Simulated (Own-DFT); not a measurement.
Simulation results for Si3Ge (diamond lattice with Si and Ge gathered in clusters, atoms displaced)

A calculation, not a measurement: plane-wave density functional theory by an unreviewed code, no spin, of a simulated periodic cell, stress positive in tension, run twice, with PBE and with PBEsol, both on files made for PBE, so the change isn't that of files made for PBEsol; forces on such cells passed a denser k mesh, this cell's mesh not checked; the far tail of each file's local potential was reset to the Coulomb form; each entry is a single point on an unrelaxed cell, so the pressure reflects the starting lattice, mostly measured values (interpolated for alloys), from which strain is counted, and rises with the displacements; printed positions are rounded, which can move forces by about a meV/angstrom; the program, named Own-DFT, is a retired in-house code; no spin-orbit coupling; stress was not checked against mesh or cutoff. Program: Own-DFT development build.

Settings shared by all entries: functional PBE, then PBEsol; potential files PseudoDojo norm-conserving, scalar-relativistic, standard set; wave cutoff 42 hartree; occupations Fermi-Dirac; smearing width 0.1 eV; k mesh 3 x 3 x 3 centred on Gamma.

```yaml
- entry: 1
  formula: Si3Ge
  kind: "diamond lattice with Si and Ge gathered in clusters, atoms displaced"
  structure:
    cell_angstrom: [[10.9755, 0.0, 0.0], [0.0, 10.9755, 0.0], [0.0, 0.0, 10.9755]]
    atoms_fractional:
      - [Si, 0.99933, 0.00122, 0.00269]
      - [Si, 0.99981, 0.24959, 0.2492]
      - [Si, 0.25014, 0.00012, 0.24979]
      - [Si, 0.25323, 0.25503, 0.99946]
      - [Si, 0.1222, 0.1284, 0.1243]
      - [Si, 0.12688, 0.3773, 0.37553]
      - [Si, 0.37111, 0.12496, 0.37557]
      - [Si, 0.37586, 0.3775, 0.12008]
      - [Si, 0.99783, 7.0e-05, 0.50034]
      - [Ge, 0.99933, 0.25198, 0.75245]
      - [Si, 0.25223, 0.00026, 0.74976]
      - [Si, 0.25546, 0.24783, 0.50317]
      - [Si, 0.1262, 0.12654, 0.62724]
      - [Si, 0.13091, 0.37654, 0.8751]
      - [Si, 0.37688, 0.1206, 0.87028]
      - [Si, 0.37535, 0.37437, 0.6242]
      - [Ge, 0.00164, 0.49842, 0.99851]
      - [Si, 0.00124, 0.75266, 0.25016]
      - [Si, 0.25042, 0.49709, 0.25166]
      - [Si, 0.25426, 0.75323, 0.99886]
      - [Si, 0.12746, 0.62477, 0.1193]
      - [Si, 0.12114, 0.87611, 0.37223]
      - [Si, 0.37362, 0.62963, 0.37369]
      - [Si, 0.37869, 0.87389, 0.12326]
      - [Ge, 0.00197, 0.50026, 0.49987]
      - [Ge, 0.998, 0.74608, 0.75365]
      - [Si, 0.25169, 0.50745, 0.7519]
      - [Si, 0.25299, 0.74926, 0.49631]
      - [Si, 0.12089, 0.61936, 0.62932]
      - [Si, 0.12925, 0.87564, 0.87294]
      - [Si, 0.37781, 0.6232, 0.882]
      - [Si, 0.37541, 0.87611, 0.62651]
      - [Si, 0.49886, 0.00486, 0.00408]
      - [Si, 0.49944, 0.24938, 0.24945]
      - [Si, 0.74387, 0.00298, 0.2514]
      - [Ge, 0.75195, 0.25666, 0.9993]
      - [Si, 0.62632, 0.12451, 0.12518]
      - [Si, 0.62507, 0.37784, 0.3786]
      - [Si, 0.87524, 0.12094, 0.37787]
      - [Si, 0.8754, 0.3722, 0.12469]
      - [Si, 0.49707, 0.00628, 0.5031]
      - [Ge, 0.50125, 0.25021, 0.75173]
      - [Si, 0.7448, 0.00093, 0.75342]
      - [Ge, 0.74888, 0.24522, 0.49934]
      - [Si, 0.62714, 0.12507, 0.62714]
      - [Ge, 0.62292, 0.37327, 0.87535]
      - [Si, 0.87543, 0.12262, 0.87719]
      - [Ge, 0.87475, 0.37714, 0.62377]
      - [Ge, 0.50088, 0.49983, 0.99861]
      - [Si, 0.50017, 0.75085, 0.2492]
      - [Si, 0.74428, 0.49799, 0.25566]
      - [Ge, 0.75296, 0.7505, 0.00272]
      - [Si, 0.62487, 0.62472, 0.12863]
      - [Si, 0.62373, 0.87198, 0.37787]
      - [Si, 0.87345, 0.62578, 0.37382]
      - [Si, 0.87355, 0.87523, 0.12526]
      - [Ge, 0.49977, 0.49805, 0.49405]
      - [Ge, 0.4962, 0.75346, 0.74866]
      - [Ge, 0.75239, 0.50032, 0.74783]
      - [Si, 0.75005, 0.7539, 0.49946]
      - [Ge, 0.62099, 0.62555, 0.63055]
      - [Si, 0.62123, 0.87312, 0.87396]
      - [Ge, 0.8756, 0.62552, 0.87656]
      - [Si, 0.87582, 0.8767, 0.6279]
  results:
    "PBE_pressure [GPa]": 2.45
    "PBE_stress_xx [GPa]": -2.48
    "PBE_stress_yy [GPa]": -2.43
    "PBE_stress_zz [GPa]": -2.44
    "PBE_stress_yz [GPa]": -0.07
    "PBE_stress_xz [GPa]": -0.36
    "PBE_stress_xy [GPa]": 0.08
    "PBEsol_pressure [GPa]": 0.66
    "PBEsol_stress_xx [GPa]": -0.69
    "PBEsol_stress_yy [GPa]": -0.64
    "PBEsol_stress_zz [GPa]": -0.66
    "PBEsol_stress_yz [GPa]": -0.06
    "PBEsol_stress_xz [GPa]": -0.37
    "PBEsol_stress_xy [GPa]": 0.07
    force_element: [Si, Si, Si, Si, Si, Si, Si, Si, Si, Ge, Si, Si, Si, Si, Si, Si, Ge, Si, Si, Si, Si, Si, Si, Si, Ge, Ge, Si, Si, Si, Si, Si, Si, Si, Si, Si, Ge, Si, Si, Si, Si, Si, Ge, Si, Ge, Si, Ge, Si, Ge, Ge, Si, Si, Ge, Si, Si, Si, Si, Ge, Ge, Ge, Si, Ge, Si, Ge, Si]
    "PBE_force_x [eV/angstrom]": [0.266, -0.084, -0.246, -0.166, 0.712, 0.226, 0.49, -0.122, 0.563, 0.419, -0.392, -0.913, 0.041, 0.125, -0.413, -0.322, 0.207, -0.244, 0.119, -0.29, 0.221, 0.581, 0.058, -0.319, -0.134, 0.751, 0.262, -0.982, 1.104, -0.28, -0.69, -0.606, 0.274, -0.002, 0.612, 0.063, -0.251, -0.074, 0.102, 0.03, 0.342, -0.501, 0.624, 0.005, -0.41, 0.524, -0.231, 0.065, 0.268, 0.04, 0.918, -0.944, 0.065, -0.363, -0.066, 0.332, -0.645, -0.332, -0.495, 0.285, 0.554, 0.182, -0.387, -0.521]
    "PBE_force_y [eV/angstrom]": [-0.393, 0.039, -0.089, -0.962, -0.098, -1.003, 0.057, -0.468, -0.104, -0.321, -0.145, 0.345, -0.336, 0.039, 0.481, 0.473, -0.336, -0.648, 0.665, -0.278, 0.433, 0.063, -0.526, 0.457, 0.278, 1.023, -0.867, 0.319, 1.024, 0.27, 0.813, 0.408, -0.59, 0.263, -0.713, -1.394, 0.551, -1.232, 0.186, 0.846, -0.681, -0.451, -0.289, 0.358, -0.371, 0.592, -0.089, -0.652, 0.352, -0.036, 0.155, 0.15, -0.033, 0.827, 0.354, 0.722, 0.56, -0.308, 0.062, -0.402, 0.218, 0.763, -0.508, 0.179]
    "PBE_force_z [eV/angstrom]": [-0.301, 0.584, -0.335, -0.271, -0.057, -0.073, -0.27, 1.142, 0.421, 0.257, -0.266, -0.227, -0.455, -0.257, 1.03, 0.335, 0.4, -0.541, -0.563, 0.078, 0.992, 0.486, -0.585, 0.395, -0.57, -0.691, -0.033, 0.827, -0.548, 0.523, -0.912, -0.893, -0.62, 0.041, 0.133, 0.313, 0.116, -0.877, -0.895, 1.046, -0.223, -0.76, -0.071, -0.106, -0.019, -0.306, -0.115, -0.281, 0.776, 0.149, -0.727, -0.01, 0.16, -0.123, -0.074, 0.756, 0.712, 0.886, 0.568, 0.379, -1.286, 0.741, 0.273, -0.176]
    "PBEsol_force_x [eV/angstrom]": [0.266, -0.087, -0.241, -0.159, 0.711, 0.171, 0.48, -0.062, 0.562, 0.364, -0.389, -0.902, -0.011, 0.024, -0.359, -0.225, 0.155, -0.24, 0.121, -0.287, 0.172, 0.577, 0.108, -0.316, -0.179, 0.68, 0.27, -0.979, 0.983, -0.33, -0.577, -0.544, 0.273, -0.001, 0.603, 0.015, -0.198, -0.084, 0.053, 0.016, 0.339, -0.438, 0.617, 0.039, -0.398, 0.511, -0.233, 0.063, 0.311, 0.041, 0.912, -0.881, 0.07, -0.367, -0.023, 0.272, -0.594, -0.277, -0.483, 0.249, 0.51, 0.169, -0.369, -0.473]
    "PBEsol_force_y [eV/angstrom]": [-0.395, 0.041, -0.091, -0.959, -0.096, -0.951, 0.052, -0.405, -0.102, -0.267, -0.141, 0.343, -0.284, 0.045, 0.527, 0.477, -0.286, -0.65, 0.657, -0.271, 0.378, 0.068, -0.571, 0.45, 0.23, 0.945, -0.85, 0.316, 1.01, 0.219, 0.785, 0.345, -0.578, 0.265, -0.704, -1.314, 0.598, -1.219, 0.232, 0.84, -0.662, -0.389, -0.284, 0.396, -0.265, 0.57, 0.008, -0.628, 0.3, -0.034, 0.148, 0.098, -0.037, 0.815, 0.3, 0.662, 0.581, -0.355, 0.062, -0.443, 0.179, 0.653, -0.493, 0.129]
    "PBEsol_force_z [eV/angstrom]": [-0.298, 0.586, -0.339, -0.269, -0.058, -0.014, -0.277, 1.077, 0.424, 0.213, -0.269, -0.222, -0.405, -0.26, 0.968, 0.341, 0.342, -0.539, -0.556, 0.073, 0.927, 0.482, -0.539, 0.394, -0.508, -0.626, -0.032, 0.827, -0.549, 0.474, -0.89, -0.833, -0.613, 0.044, 0.135, 0.253, 0.063, -0.756, -0.84, 0.931, -0.22, -0.698, -0.066, -0.061, -0.021, -0.294, -0.121, -0.265, 0.708, 0.144, -0.724, -0.06, 0.06, -0.118, -0.03, 0.7, 0.74, 0.829, 0.552, 0.424, -1.212, 0.727, 0.259, -0.116]
    "rms_change_of_force_components_from_PBE_to_PBEsol [eV/angstrom]": 0.043
- entry: 2
  formula: Si3Ge
  kind: "diamond lattice with Si and Ge gathered in clusters, atoms displaced"
  structure:
    cell_angstrom: [[10.9755, 0.0, 0.0], [0.0, 10.9755, 0.0], [0.0, 0.0, 10.9755]]
    atoms_fractional:
      - [Ge, 0.00165, 0.99622, 0.00686]
      - [Si, 0.00012, 0.24997, 0.2544]
      - [Si, 0.25187, 0.00308, 0.25187]
      - [Si, 0.25739, 0.24971, 0.99993]
      - [Ge, 0.12322, 0.12582, 0.12444]
      - [Si, 0.12488, 0.37391, 0.37636]
      - [Si, 0.37772, 0.12927, 0.36581]
      - [Si, 0.37813, 0.37438, 0.12948]
      - [Si, 0.99768, 0.99743, 0.50115]
      - [Ge, 0.99673, 0.24833, 0.74639]
      - [Si, 0.24984, 0.99636, 0.75134]
      - [Si, 0.25113, 0.25558, 0.50401]
      - [Ge, 0.1302, 0.12065, 0.62244]
      - [Ge, 0.12621, 0.37523, 0.8793]
      - [Si, 0.37571, 0.11939, 0.87386]
      - [Si, 0.37399, 0.37409, 0.62462]
      - [Si, 0.00077, 0.49659, 0.99591]
      - [Si, 0.00056, 0.74913, 0.25216]
      - [Si, 0.24984, 0.49813, 0.25216]
      - [Si, 0.24451, 0.75074, 0.00341]
      - [Si, 0.12165, 0.627, 0.12545]
      - [Si, 0.12356, 0.87822, 0.37449]
      - [Si, 0.37683, 0.62691, 0.37363]
      - [Si, 0.37287, 0.87552, 0.1234]
      - [Si, 0.99659, 0.50063, 0.50177]
      - [Si, 0.0017, 0.74791, 0.75206]
      - [Si, 0.25216, 0.50001, 0.7528]
      - [Si, 0.25293, 0.7479, 0.50185]
      - [Si, 0.12881, 0.62341, 0.6265]
      - [Ge, 0.12339, 0.87089, 0.87437]
      - [Si, 0.37212, 0.62367, 0.87412]
      - [Si, 0.37786, 0.87264, 0.6279]
      - [Si, 0.49717, 0.99531, 0.99774]
      - [Si, 0.50083, 0.24971, 0.24754]
      - [Si, 0.75289, 0.00133, 0.25059]
      - [Ge, 0.74834, 0.25868, 0.9979]
      - [Ge, 0.6264, 0.1239, 0.12528]
      - [Si, 0.62352, 0.36943, 0.37554]
      - [Si, 0.8744, 0.12879, 0.37475]
      - [Ge, 0.87622, 0.37832, 0.12674]
      - [Si, 0.50145, 0.9952, 0.49573]
      - [Si, 0.49912, 0.2469, 0.75269]
      - [Ge, 0.75049, 0.00326, 0.7496]
      - [Si, 0.74738, 0.24679, 0.50099]
      - [Ge, 0.61758, 0.12246, 0.62473]
      - [Ge, 0.62532, 0.37586, 0.87654]
      - [Ge, 0.87757, 0.12819, 0.8783]
      - [Ge, 0.8756, 0.37139, 0.62577]
      - [Si, 0.50451, 0.50557, 0.99974]
      - [Si, 0.50027, 0.74921, 0.249]
      - [Si, 0.74925, 0.49768, 0.24826]
      - [Si, 0.74916, 0.75129, 0.9975]
      - [Si, 0.62555, 0.62635, 0.12517]
      - [Si, 0.62296, 0.87569, 0.37458]
      - [Si, 0.869, 0.62462, 0.37432]
      - [Ge, 0.86982, 0.86918, 0.12824]
      - [Si, 0.49949, 0.49593, 0.49717]
      - [Si, 0.49808, 0.7527, 0.74828]
      - [Si, 0.75198, 0.4988, 0.74944]
      - [Si, 0.74767, 0.74849, 0.49774]
      - [Si, 0.62414, 0.62559, 0.62969]
      - [Ge, 0.62242, 0.87755, 0.8754]
      - [Si, 0.87789, 0.62677, 0.86996]
      - [Si, 0.87693, 0.87492, 0.62791]
  results:
    "PBE_pressure [GPa]": 2.4
    "PBE_stress_xx [GPa]": -2.42
    "PBE_stress_yy [GPa]": -2.39
    "PBE_stress_zz [GPa]": -2.39
    "PBE_stress_yz [GPa]": -0.11
    "PBE_stress_xz [GPa]": -0.01
    "PBE_stress_xy [GPa]": 0.08
    "PBEsol_pressure [GPa]": 0.62
    "PBEsol_stress_xx [GPa]": -0.64
    "PBEsol_stress_yy [GPa]": -0.61
    "PBEsol_stress_zz [GPa]": -0.61
    "PBEsol_stress_yz [GPa]": -0.12
    "PBEsol_stress_xz [GPa]": 0.0
    "PBEsol_stress_xy [GPa]": 0.07
    force_element: [Ge, Si, Si, Si, Ge, Si, Si, Si, Si, Ge, Si, Si, Ge, Ge, Si, Si, Si, Si, Si, Si, Si, Si, Si, Si, Si, Si, Si, Si, Si, Ge, Si, Si, Si, Si, Si, Ge, Ge, Si, Si, Ge, Si, Si, Ge, Si, Ge, Ge, Ge, Ge, Si, Si, Si, Si, Si, Si, Si, Ge, Si, Si, Si, Si, Si, Ge, Si, Si]
    "PBE_force_x [eV/angstrom]": [-0.601, 0.079, -0.146, -0.03, 0.892, -0.149, -0.282, -0.014, -0.094, 1.348, 0.542, 0.246, -0.245, 0.502, -0.153, 0.456, -0.264, -0.072, -0.103, 0.839, 0.104, 0.416, -0.149, -0.046, 0.499, -0.123, -0.074, -0.308, -0.358, 0.284, 0.353, -0.466, -0.223, 0.225, -0.382, 0.539, -0.307, 0.3, 0.03, 0.48, -1.116, -0.631, 0.283, -0.059, 0.306, -0.79, -0.243, -0.799, -0.999, -0.095, -0.643, -0.069, 0.332, 0.6, 0.572, 0.286, 0.151, 0.051, -0.16, 0.009, -0.046, 0.175, -0.462, -0.194]
    "PBE_force_y [eV/angstrom]": [-0.096, 0.188, -0.428, -0.137, 0.57, 0.38, -0.253, 0.56, 0.206, -0.262, -0.083, -0.708, 0.077, -0.462, 0.309, 0.295, 1.393, -0.278, 0.377, -0.546, -0.742, -0.426, -0.465, -0.188, 0.285, -0.118, -0.147, 0.408, -0.04, 0.301, 0.664, 0.467, 0.629, 0.218, -0.097, -1.147, -0.233, 0.386, -0.588, -0.12, 0.416, 0.408, -0.284, 0.106, 0.231, 0.77, -0.452, 0.702, -0.262, 0.352, 0.419, -0.867, 0.066, -0.264, -0.141, 0.102, 0.516, -0.844, 0.576, 0.33, -0.331, -0.597, -0.488, -0.614]
    "PBE_force_z [eV/angstrom]": [-0.627, -0.109, -0.204, 0.2, 0.562, 0.311, 1.516, -0.704, -0.439, 0.528, -0.113, -1.08, -0.089, -0.618, 0.127, 0.581, 0.605, 0.385, -0.235, -0.082, 0.059, 0.27, 0.157, 0.37, -0.463, -1.045, -0.5, -0.235, -0.102, 0.086, 0.458, -0.722, 0.646, 0.149, 0.65, 0.783, -0.352, -0.184, 0.389, 0.155, -0.046, -0.156, -0.007, -0.298, -0.421, -0.97, 0.275, -0.79, 0.334, -0.18, 0.613, -0.141, -0.011, -0.373, 0.057, 0.154, 0.408, 0.502, 0.015, 0.602, -0.696, -0.204, 0.705, -0.453]
    "PBEsol_force_x [eV/angstrom]": [-0.581, 0.077, -0.193, -0.118, 0.821, -0.15, -0.279, -0.014, -0.056, 1.295, 0.432, 0.196, -0.283, 0.452, -0.153, 0.46, -0.261, -0.118, -0.102, 0.781, 0.095, 0.414, -0.146, -0.047, 0.443, -0.065, -0.123, -0.305, -0.354, 0.237, 0.348, -0.464, -0.117, 0.286, -0.373, 0.527, -0.263, 0.301, 0.032, 0.427, -1.069, -0.526, 0.231, -0.056, 0.347, -0.712, -0.243, -0.733, -0.942, -0.095, -0.588, -0.063, 0.339, 0.599, 0.562, 0.32, 0.148, 0.101, -0.151, 0.008, -0.049, 0.213, -0.459, -0.241]
    "PBEsol_force_y [eV/angstrom]": [-0.084, 0.183, -0.384, -0.136, 0.509, 0.375, -0.241, 0.561, 0.257, -0.254, -0.083, -0.756, 0.11, -0.487, 0.301, 0.295, 1.272, -0.227, 0.376, -0.488, -0.742, -0.417, -0.458, -0.184, 0.236, -0.059, -0.2, 0.405, -0.043, 0.336, 0.665, 0.475, 0.616, 0.166, -0.098, -1.112, -0.189, 0.379, -0.579, -0.162, 0.464, 0.402, -0.237, 0.098, 0.19, 0.698, -0.43, 0.63, -0.311, 0.35, 0.354, -0.759, 0.071, -0.262, -0.142, 0.144, 0.514, -0.789, 0.465, 0.332, -0.331, -0.538, -0.484, -0.563]
    "PBEsol_force_z [eV/angstrom]": [-0.611, -0.21, -0.249, 0.191, 0.502, 0.308, 1.507, -0.697, -0.387, 0.518, -0.11, -1.023, -0.05, -0.638, 0.122, 0.584, 0.588, 0.338, -0.231, -0.135, 0.056, 0.264, 0.154, 0.368, -0.408, -0.984, -0.449, -0.237, -0.098, 0.126, 0.456, -0.714, 0.627, 0.09, 0.545, 0.754, -0.384, -0.183, 0.386, 0.103, 0.005, -0.154, 0.034, -0.191, -0.364, -0.897, 0.255, -0.717, 0.279, -0.18, 0.552, -0.145, -0.005, -0.381, 0.049, 0.109, 0.399, 0.553, 0.019, 0.599, -0.684, -0.236, 0.704, -0.393]
    "rms_change_of_force_components_from_PBE_to_PBEsol [eV/angstrom]": 0.042
- entry: 3
  formula: Si3Ge
  kind: "diamond lattice with Si and Ge gathered in clusters, atoms displaced"
  structure:
    cell_angstrom: [[10.9755, 0.0, 0.0], [0.0, 10.9755, 0.0], [0.0, 0.0, 10.9755]]
    atoms_fractional:
      - [Si, 0.00303, 0.99998, 0.99876]
      - [Si, 0.00027, 0.24938, 0.25095]
      - [Si, 0.24654, 0.00652, 0.25683]
      - [Si, 0.25023, 0.25075, 0.00242]
      - [Si, 0.1267, 0.12704, 0.12726]
      - [Si, 0.13247, 0.38058, 0.37448]
      - [Si, 0.3707, 0.12143, 0.37352]
      - [Ge, 0.37396, 0.37396, 0.12696]
      - [Si, 0.00108, 0.00022, 0.50154]
      - [Si, 0.00423, 0.24838, 0.74972]
      - [Si, 0.2479, 0.00148, 0.74964]
      - [Si, 0.24696, 0.24954, 0.50189]
      - [Si, 0.12259, 0.12617, 0.62381]
      - [Si, 0.123, 0.37207, 0.87067]
      - [Si, 0.37406, 0.12363, 0.87709]
      - [Si, 0.3725, 0.37585, 0.62446]
      - [Si, 0.99697, 0.49792, 0.99718]
      - [Si, 0.99485, 0.75091, 0.25023]
      - [Si, 0.25066, 0.50312, 0.25084]
      - [Si, 0.25234, 0.75129, 2.0e-05]
      - [Si, 0.13237, 0.62372, 0.12543]
      - [Si, 0.12785, 0.87501, 0.3751]
      - [Ge, 0.37607, 0.62597, 0.37281]
      - [Ge, 0.37083, 0.87704, 0.12621]
      - [Si, 0.00243, 0.49825, 0.49805]
      - [Si, 0.99842, 0.74991, 0.75564]
      - [Si, 0.25104, 0.50026, 0.75308]
      - [Si, 0.25161, 0.75187, 0.5004]
      - [Si, 0.12181, 0.62334, 0.62593]
      - [Si, 0.12459, 0.87478, 0.87251]
      - [Ge, 0.37252, 0.62434, 0.87199]
      - [Si, 0.3743, 0.87335, 0.62625]
      - [Si, 0.50211, 0.99764, 0.99916]
      - [Si, 0.49991, 0.25347, 0.24905]
      - [Si, 0.75081, 0.99643, 0.25023]
      - [Si, 0.74753, 0.25156, 0.99942]
      - [Si, 0.62707, 0.12204, 0.12614]
      - [Ge, 0.62465, 0.37618, 0.37423]
      - [Si, 0.87352, 0.12142, 0.37536]
      - [Ge, 0.8767, 0.3735, 0.12808]
      - [Si, 0.50184, 0.99681, 0.4971]
      - [Si, 0.50154, 0.24886, 0.75234]
      - [Si, 0.75293, 0.99922, 0.74794]
      - [Si, 0.75468, 0.25132, 0.49798]
      - [Si, 0.63052, 0.12176, 0.62203]
      - [Ge, 0.62305, 0.37234, 0.87289]
      - [Si, 0.87899, 0.12358, 0.87313]
      - [Si, 0.87587, 0.37164, 0.61898]
      - [Ge, 0.503, 0.49869, 0.00642]
      - [Ge, 0.49934, 0.74582, 0.24844]
      - [Ge, 0.74883, 0.50162, 0.25227]
      - [Ge, 0.74838, 0.74757, 0.99704]
      - [Ge, 0.62369, 0.62704, 0.12447]
      - [Ge, 0.62498, 0.87506, 0.37689]
      - [Ge, 0.87478, 0.62198, 0.37981]
      - [Ge, 0.8771, 0.87711, 0.12557]
      - [Si, 0.49687, 0.49882, 0.49808]
      - [Si, 0.50262, 0.74872, 0.74723]
      - [Si, 0.75289, 0.50001, 0.75028]
      - [Si, 0.7504, 0.74647, 0.49814]
      - [Si, 0.62943, 0.62272, 0.6191]
      - [Ge, 0.62576, 0.87553, 0.87236]
      - [Si, 0.87634, 0.62538, 0.87417]
      - [Si, 0.87831, 0.87502, 0.62816]
  results:
    "PBE_pressure [GPa]": 2.43
    "PBE_stress_xx [GPa]": -2.42
    "PBE_stress_yy [GPa]": -2.44
    "PBE_stress_zz [GPa]": -2.43
    "PBE_stress_yz [GPa]": -0.03
    "PBE_stress_xz [GPa]": -0.14
    "PBE_stress_xy [GPa]": -0.33
    "PBEsol_pressure [GPa]": 0.65
    "PBEsol_stress_xx [GPa]": -0.63
    "PBEsol_stress_yy [GPa]": -0.66
    "PBEsol_stress_zz [GPa]": -0.65
    "PBEsol_stress_yz [GPa]": -0.03
    "PBEsol_stress_xz [GPa]": -0.15
    "PBEsol_stress_xy [GPa]": -0.33
    force_element: [Si, Si, Si, Si, Si, Si, Si, Ge, Si, Si, Si, Si, Si, Si, Si, Si, Si, Si, Si, Si, Si, Si, Ge, Ge, Si, Si, Si, Si, Si, Si, Ge, Si, Si, Si, Si, Si, Si, Ge, Si, Ge, Si, Si, Si, Si, Si, Ge, Si, Si, Ge, Ge, Ge, Ge, Ge, Ge, Ge, Ge, Si, Si, Si, Si, Si, Ge, Si, Si]
    "PBE_force_x [eV/angstrom]": [0.294, 0.543, -0.296, -0.402, -0.308, -0.811, 1.046, -0.347, -0.042, -0.774, 0.215, 0.439, 0.261, 0.404, 0.15, 0.315, 0.92, 1.411, -0.019, -0.765, -1.298, -0.642, -0.531, 0.102, 0.281, 0.31, -0.808, -0.509, 0.365, 0.256, 0.74, 0.279, -0.291, -0.013, -0.14, 0.603, -0.265, -0.311, 0.352, -0.22, -0.801, -0.651, 0.267, -0.501, -0.478, 0.571, -0.43, 0.46, -0.643, -0.011, 0.205, 0.662, 0.634, 0.371, 0.511, -0.081, 0.243, -0.075, 0.109, 0.307, -0.571, -0.254, -0.045, -0.295]
    "PBE_force_y [eV/angstrom]": [0.363, -0.155, -0.726, -0.294, -0.08, -0.769, 1.025, 0.071, -0.277, 0.022, -0.057, 0.036, -0.221, 0.377, 0.1, -0.287, 0.328, -0.465, -0.259, -0.014, 0.334, -0.091, -0.333, 0.501, -0.306, -0.052, -0.523, -0.211, 0.293, -0.031, 0.387, 0.341, 0.622, -1.445, 0.754, -0.943, 0.334, -0.522, 0.211, -0.072, 0.7, -0.663, 0.301, -0.667, 0.464, 0.417, 0.302, 0.417, -0.018, 1.155, 0.009, 0.241, -0.226, -0.424, 0.486, -0.068, 0.034, -0.243, -0.094, 0.795, -0.154, 0.173, -0.509, -0.394]
    "PBE_force_z [eV/angstrom]": [-0.028, 0.664, -0.816, -0.636, -0.237, -0.024, 0.691, 0.216, -0.204, -0.414, -0.166, -0.272, 0.114, 0.718, -0.022, 0.317, 0.153, 0.175, -0.186, -0.296, -0.367, 0.1, 0.819, 0.077, 0.511, -0.739, -0.891, 0.316, 0.121, 0.481, 0.506, -0.028, 0.267, 0.243, 0.093, 0.076, -0.117, 0.557, -0.117, -0.556, 0.791, -1.077, -0.026, -0.004, 0.077, 0.075, 0.303, 0.908, -1.085, 0.069, -0.451, 0.037, 0.151, -0.329, -0.308, -0.389, 0.685, -0.558, -0.644, 0.887, 0.59, -0.357, 0.002, -0.443]
    "PBEsol_force_x [eV/angstrom]": [0.246, 0.485, -0.26, -0.346, -0.305, -0.795, 1.047, -0.289, -0.04, -0.768, 0.208, 0.429, 0.257, 0.402, 0.148, 0.311, 0.862, 1.295, 0.093, -0.656, -1.284, -0.637, -0.465, 0.144, 0.223, 0.307, -0.743, -0.456, 0.36, 0.259, 0.761, 0.278, -0.28, -0.013, -0.14, 0.588, -0.262, -0.259, 0.345, -0.261, -0.742, -0.592, 0.215, -0.546, -0.472, 0.523, -0.429, 0.455, -0.623, -0.013, 0.196, 0.593, 0.606, 0.33, 0.448, -0.122, 0.242, -0.064, 0.061, 0.31, -0.567, -0.209, -0.101, -0.291]
    "PBEsol_force_y [eV/angstrom]": [0.312, -0.1, -0.764, -0.234, -0.081, -0.763, 1.022, 0.12, -0.272, 0.02, -0.048, 0.03, -0.222, 0.374, 0.096, -0.283, 0.28, -0.463, -0.247, -0.011, 0.331, -0.099, -0.283, 0.444, -0.256, -0.051, -0.46, -0.261, 0.292, -0.033, 0.351, 0.34, 0.517, -1.325, 0.64, -0.834, 0.329, -0.456, 0.201, -0.027, 0.638, -0.605, 0.25, -0.612, 0.46, 0.45, 0.301, 0.416, -0.017, 1.11, 0.007, 0.272, -0.222, -0.459, 0.434, -0.106, 0.042, -0.245, -0.137, 0.789, -0.162, 0.121, -0.457, -0.396]
    "PBEsol_force_z [eV/angstrom]": [0.023, 0.62, -0.853, -0.582, -0.239, -0.03, 0.687, 0.174, -0.202, -0.413, -0.167, -0.268, 0.11, 0.713, -0.017, 0.313, 0.208, 0.165, -0.184, -0.289, -0.367, 0.091, 0.744, 0.109, 0.453, -0.727, -0.824, 0.266, 0.119, 0.472, 0.535, -0.021, 0.263, 0.236, 0.088, 0.072, -0.112, 0.493, -0.12, -0.507, 0.728, -1.014, 0.028, -0.057, 0.071, 0.121, 0.302, 0.902, -1.046, 0.069, -0.431, 0.076, 0.149, -0.366, -0.351, -0.412, 0.576, -0.456, -0.586, 0.774, 0.579, -0.301, 0.055, -0.446]
    "rms_change_of_force_components_from_PBE_to_PBEsol [eV/angstrom]": 0.042
```
